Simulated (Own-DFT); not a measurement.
# Point defects and the pressure they add: C40 NbSi2

Everything here is calculated. The program is Own-DFT (plane waves, in-house, since retired, never reviewed by a person); positions were held fixed, and spin and spin-orbit coupling were off.

Common settings: PBEsol; PseudoDojo norm-conserving scalar-relativistic files, made for PBE; cutoff 42 hartree; 4 x 4 x 5 k mesh centred on Gamma; cold (Marzari-Vanderbilt) smearing of 0.2 eV.

Limits: forces on such cells failed a check on a denser k mesh; stress not checked against mesh or cutoff.

All runs share one cell, with vectors in Å (0.000, 8.324, 0.000); (-9.613, 0.000, 0.000); (0.000, 0.000, 6.586) and a volume of 527.0 Å³. u is the rms random offset of the atoms per axis. The defect's site can differ from row to row.

```
cell,formula,u (Å),P (GPa)
no defect,Nb12Si24,0.0192,-2.15
no defect,Nb12Si24,0.0201,-2.21
no defect,Nb12Si24,0.0563,-0.68
one Si vacancy,Nb12Si23,0.0282,-2.70
one Si vacancy,Nb12Si23,0.0330,-2.44
one Si vacancy,Nb12Si23,0.0459,-2.22
two Si on a Nb site each,Nb10Si26,0.0311,-1.72
two Si on a Nb site each,Nb10Si26,0.0482,-1.23
two Si on a Nb site each,Nb10Si26,0.0498,-0.84
two Nb vacancies,Nb10Si24,0.0272,-3.32
two Nb vacancies,Nb10Si24,0.0283,-3.51
two Nb vacancies,Nb10Si24,0.0497,?
two Nb vacancies,Nb10Si24,0.0541,-2.68
two Nb on a Si site each,Nb14Si22,0.0293,3.50
two Nb on a Si site each,Nb14Si22,0.0302,3.47
two Nb on a Si site each,Nb14Si22,0.0509,4.35
```

## What the rows give

P = P0 + c u² + a shift for each defect gives P0 = -2.29 GPa, c = 464 ± 42 GPa/Å² and a scatter of 0.15 GPa. The shifts, and each times the cell's volume:

- two Nb on a Si site each: 5.39 ± 0.12 GPa, 17.7 eV (8.9 eV for each of its 2 sites)
- two Si on a Nb site each: 0.14 ± 0.12 GPa, 0.4 eV (0.2 eV for each of its 2 sites) (not resolved)
- one Si vacancy: -0.78 ± 0.12 GPa, -2.6 eV
- two Nb vacancies: -1.57 ± 0.12 GPa, -5.2 eV (-2.6 eV for each of its 2 sites)

A positive shift means that the defect pushes the cell outwards. Shift times volume (160.2 GPa Å³ is 1 eV) depends little on the cell's size, so, taken for each site, it can be compared between cells at like pressure. The atoms around the defects weren't relaxed, which would change these numbers.

## The run left out

The question: what pressure belongs in the blank (two Nb vacancies, u = 0.0497 Å)?

From the fit: -2.71 ± 0.18 GPa. DFT gave -2.63 GPa.
